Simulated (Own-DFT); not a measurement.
# A layer strained by its substrate: wurtzite GaN, 72 atoms (Ga36N36)

No measurement is shown. These are fixed-geometry runs of a retired plane-wave code named Own-DFT, which no person has reviewed; spin and spin-orbit coupling are neglected.

Settings: PBE; PseudoDojo norm-conserving scalar-relativistic files; cutoff 42 hartree; 4 x 4 x 3 k mesh centred on Gamma; Fermi-Dirac smearing of 0.1 eV.

Caveats: forces not confirmed at this smearing and k mesh; stress not checked against mesh or cutoff.

Unstrained cell vectors in Å: (9.567, 0.000, 0.000); (-4.784, 8.285, 0.000); (0.000, 0.000, 10.370). The unstrained cell has measured lattice constants (interpolated for alloys), not those of this functional. That, the random moves and any unrelaxed bonds set the pressure at no strain. Each run strains x and y alike by e, as a substrate would, and holds the height along z. Each coordinate of each atom was shifted by a normal deviate of width 0.05 Å. Stress is positive in tension.

```
e (%)  u (Å)  (s_xx + s_yy)/2 (GPa)  s_zz (GPa)
-3.00  0.053                 -26.66      -13.96
-2.75  0.049                 -23.90      -13.77
-2.50  0.047                      ?           ?
-1.25  0.051                 -15.42       -9.09
 0.25  0.048                  -5.64       -7.06
 1.50  0.054                  -0.41       -5.15
 1.75  0.048                   0.95       -4.91
 2.00  0.049                   2.26       -5.64
 2.50  0.052                   4.63       -6.58
 2.75  0.048                   5.47       -4.29
```

## Worked fit

With e as a fraction, the in-plane stress is -7.7 + 545 e - 2446 e² GPa (errors 8 and 594, scatter 0.51), and s_zz is -7.1 + 148 e - 3014 e² GPa (slope ± 13, scatter 0.78). At e = 0 the first slope is C11 + C12 and the second 2 C13, both with the ions held to the strained lattice and at the cell's own pressure. The term in e² is negative: the layer stiffens under compression and softens under tension. A free layer would change its height as e changes, and the in-plane slope would drop by 2 C13²/C33 to the biaxial modulus. At fixed height, a misfit of 1 % moves the in-plane stress by about 5.5 GPa and s_zz by 1.5 GPa.

## Prediction

Asked: what are the two stresses at e = -2.50 %?

From the fit: -22.8 and -12.6 GPa. The calculation gave -21.52 and -12.79 GPa.
